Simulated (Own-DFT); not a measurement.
# Slab less bulk: wurtzite AlN, m plane (10-10)

Calculated, not measured: single-point runs of Own-DFT, a retired in-house plane-wave DFT program that no person has reviewed, on unrelaxed cells, without spin or spin-orbit coupling.

Caveats (not all hold for every row): some atoms lie very close together; k mesh not checked against a denser one.

Both sets of runs: PBE; PseudoDojo norm-conserving scalar-relativistic files; cutoff 42 hartree; Gaussian smearing of 0.01 eV. The slab has 128 atoms in 16 layers, two equal faces of 62.02 Å² as cut, 15 Å of vacuum, a dipole correction along the normal and a 6 x 3 x 1 mesh. The bulk cell has 72 atoms, the same measured lattice constants and a 4 x 4 x 3 mesh. In the slab only the 32 atoms nearest the faces were moved at random; u is their rms move along one axis. Energies are counted from -174.06 eV for each atom.

| slab run | u (Å) | E (eV, cell) |
|---|---|---|
| 1 | 0.0463 | 21.457 |
| 2 | 0.0489 | 21.015 |
| 3 | 0.0505 | 21.407 |
| 4 | 0.0847 | 25.520 |
| 5 | 0.0875 | 27.579 |
| 6 | 0.0876 | 25.781 |
| 7 | 0.0934 | 26.742 |
| 8 | 0.0964 | 26.529 |
| 9 | 0.0966 | 27.484 |
| 10 | 0.1015 | 28.841 |
| 11 | 0.1033 | 28.696 |
| 12 | 0.1054 | 28.327 |

```
bulk run   u (Å)  E (meV/atom)
       1  0.0196         -3.09
       2  0.0198         -1.52
       3  0.0198         -1.55
       4  0.0200         -1.40
       5  0.0201         -2.05
       6  0.0972        321.58
       7  0.0973        295.51
       8  0.0980        293.10
       9  0.1034        332.15
      10  0.1063        355.31
```

Asked: what is the energy of the unrelaxed surface?

## Worked answer

Take each set to u = 0 with E = a + b u². Rows are weighted down as u grows, with residuals divided by u² + 0.0006 Å². Slab: a = 19.25 ± 0.23 eV. Bulk: a = -15.0 ± 0.5 meV/atom. The excess is 19.25 - 128 x (-0.0150) = 21.17 ± 0.24 eV. Over two faces that is 171 meV/Å², or 2.73 ± 0.03 J/m². Relaxing the faces would lower the energy, and the unlike meshes and the reach from the smallest u down to zero add errors that aren't counted here.
